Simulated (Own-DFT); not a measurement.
# One host, several defects: L1_0 TiAl

Everything here is calculated. The program is Own-DFT (plane waves, in-house, since retired, never reviewed by a person); positions were held fixed, and spin and spin-orbit coupling were off.

Method: PBE; PseudoDojo norm-conserving scalar-relativistic files; cutoff 42 hartree; 4 x 4 x 4 k mesh centred on Gamma; cold (Marzari-Vanderbilt) smearing of 0.2 eV.

Keep in mind: forces on such cells failed a check on a denser k mesh; stress not checked against mesh or cutoff.

All runs share one cell, with vectors in Å (5.622, 5.622, 0.000); (-5.622, 5.622, 0.000); (0.000, 0.000, 8.133) and a volume of 514.0 Å³. u is the rms random offset of the atoms per axis. The defect's site can differ from row to row.

| cell | formula | u (Å) | P (GPa) |
|---|---|---|---|
| no defect | Al16Ti16 | 0.0185 | 1.17 |
| no defect | Al16Ti16 | 0.0511 | 1.86 |
| no defect | Al16Ti16 | 0.0536 | 1.79 |
| two Al vacancies | Al14Ti16 | 0.0320 | -0.55 |
| two Al vacancies | Al14Ti16 | 0.0451 | -0.45 |
| two Al vacancies | Al14Ti16 | 0.0483 | -0.30 |
| one Ti vacancy | Al16Ti15 | 0.0282 | 0.46 |
| one Ti vacancy | Al16Ti15 | 0.0284 | ? |
| one Ti vacancy | Al16Ti15 | 0.0290 | 0.51 |
| one Ti vacancy | Al16Ti15 | 0.0335 | 0.64 |

## What the rows give

P = P0 + c u² + a shift for each defect gives P0 = 1.11 GPa, c = 252 ± 34 GPa/Å² and a scatter of 0.08 GPa. The shifts, and each times the cell's volume:

- one Ti vacancy: -0.81 ± 0.07 GPa, -2.6 eV
- two Al vacancies: -2.00 ± 0.06 GPa, -6.4 eV (-3.2 eV for each of its 2 sites)

Against the defect-free cell, a freed cell would be larger where the shift is positive and smaller where it is negative (160.2 GPa Å³ is 1 eV). The atoms around the defects weren't relaxed, which would change these numbers.

## Withheld run

Q: what pressure belongs in the blank (one Ti vacancy, u = 0.0284 Å)?

From the fit: 0.51 ± 0.09 GPa. The hidden result is 0.60 GPa.
